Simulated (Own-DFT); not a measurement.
# Misfit strain and the stress it brings: wurtzite AlGaN with randomly placed atoms, 72 atoms (Al27Ga9N36)

The numbers are computed, not measured, by runs of the plane-wave DFT program Own-DFT (in-house, retired, unreviewed) at fixed positions, with no spin and no spin-orbit coupling.

Settings: PBE; PseudoDojo norm-conserving scalar-relativistic files; cutoff 42 hartree; 4 x 4 x 3 k mesh centred on Gamma; Fermi-Dirac smearing of 0.1 eV.

Limits: forces on such cells passed a denser k mesh, each cell not checked; stress not checked against mesh or cutoff.

Unstrained cell vectors in Å: (9.394, 0.000, 0.000); (-4.697, 8.135, 0.000); (0.000, 0.000, 10.066). The unstrained cell has measured lattice constants (interpolated for alloys), not those of this functional. That, the random moves and any unrelaxed bonds set the pressure at no strain. Each run strains x and y alike by e, as a substrate would, and holds the height along z. All atoms carry random offsets, Gaussian with a width of 0.05 Å per axis. The random placing of the alloy's atoms differs from row to row. Stress is positive in tension.

```
e (%)  u (Å)  (s_xx + s_yy)/2 (GPa)  s_zz (GPa)
-3.00  0.051                 -25.59      -12.89
-2.50  0.051                 -23.60      -12.34
-2.25  0.049                 -19.28      -12.16
-2.00  0.052                      ?           ?
-1.75  0.052                 -19.36       -8.18
-0.25  0.050                  -9.17       -3.83
 0.50  0.052                  -4.59       -3.84
 0.75  0.049                  -1.43       -7.20
 2.00  0.049                   4.17       -3.89
 2.75  0.053                   7.01       -2.49
```

## What the rows give

With e as a fraction, the in-plane stress is -7.1 + 581 e - 1659 e² GPa (errors 22 and 1414, scatter 1.26), and s_zz is -6.7 + 182 e GPa (slope ± 33, scatter 1.93). At e = 0 the first slope is C11 + C12 and the second 2 C13, both with the ions held to the strained lattice and at the cell's own pressure. A free layer would change its height as e changes, and the in-plane slope would drop by 2 C13²/C33 to the biaxial modulus. At fixed height, a misfit of 1 % moves the in-plane stress by about 5.8 GPa and s_zz by 1.8 GPa.

## Withheld run

The question: what are the two stresses at e = -2.00 %?

The fitted form gives -19.4 and -10.3 GPa. Computed: -19.67 and -7.97 GPa.
